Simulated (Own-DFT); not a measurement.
# What a defect does to the pressure of its cell: hexagonal WC

The numbers are computed, not measured, by runs of the plane-wave DFT program Own-DFT (in-house, retired, unreviewed) at fixed positions, with no spin and no spin-orbit coupling.

Common settings: PBE; PseudoDojo norm-conserving scalar-relativistic files; cutoff 50 hartree; 4 x 4 x 4 k mesh centred on Gamma; cold (Marzari-Vanderbilt) smearing of 0.2 eV.

Caveats (not all hold for every row): some atoms lie very close together; forces on such cells moved up to 12 meV/angstrom on a denser k mesh; stress not checked against mesh or cutoff.

All runs share one cell, with vectors in Å (5.833, -5.052, -2.839); (0.000, -5.052, 8.518); (-5.833, -5.052, -2.839) and a volume of 669.4 Å³. u is the rms random offset of the atoms per axis. The defect's site can differ from row to row.

| cell | formula | u (Å) | P (GPa) |
|---|---|---|---|
| no defect | C32W32 | 0.0174 | 3.19 |
| no defect | C32W32 | 0.0203 | 3.38 |
| no defect | C32W32 | 0.0549 | 7.38 |
| one W on a C site | C31W33 | 0.0293 | 15.94 |
| one W on a C site | C31W33 | 0.0295 | 16.81 |
| one W on a C site | C31W33 | 0.0329 | 16.75 |
| one C vacancy | C31W32 | 0.0305 | 3.44 |
| one C vacancy | C31W32 | 0.0483 | 5.72 |
| one C vacancy | C31W32 | 0.0504 | 5.50 |
| one C on a W site | C33W31 | 0.0292 | 2.42 |
| one C on a W site | C33W31 | 0.0514 | 5.17 |
| one C on a W site | C33W31 | 0.0555 | 5.40 |
| one W vacancy | C32W31 | 0.0297 | 2.08 |
| one W vacancy | C32W31 | 0.0305 | 2.35 |
| one W vacancy | C32W31 | 0.0508 | 4.36 |
| one W vacancy | C32W31 | 0.0541 | ? |

## Working it out

P = P0 + c u² + a shift for each defect gives P0 = 2.86 GPa, c = 1443 ± 85 GPa/Å² and a scatter of 0.28 GPa. The shifts, and each times the cell's volume:

- one W on a C site: 12.29 ± 0.23 GPa, 51.4 eV
- one C vacancy: -0.76 ± 0.24 GPa, -3.2 eV
- one C on a W site: -1.69 ± 0.24 GPa, -7.1 eV
- one W vacancy: -2.04 ± 0.23 GPa, -8.5 eV

Positive is outwards. The product with the volume (160.2 GPa Å³ to the eV) is nearly free of the cell's size; divided by the bulk modulus at the cell's pressure it gives the volume that the defect adds. The atoms around the defects weren't relaxed, which would change these numbers.

## Test on the hidden row

Asked: what pressure belongs in the blank (one W vacancy, u = 0.0541 Å)?

From the fit: 5.04 ± 0.35 GPa. The hidden result is 5.04 GPa.
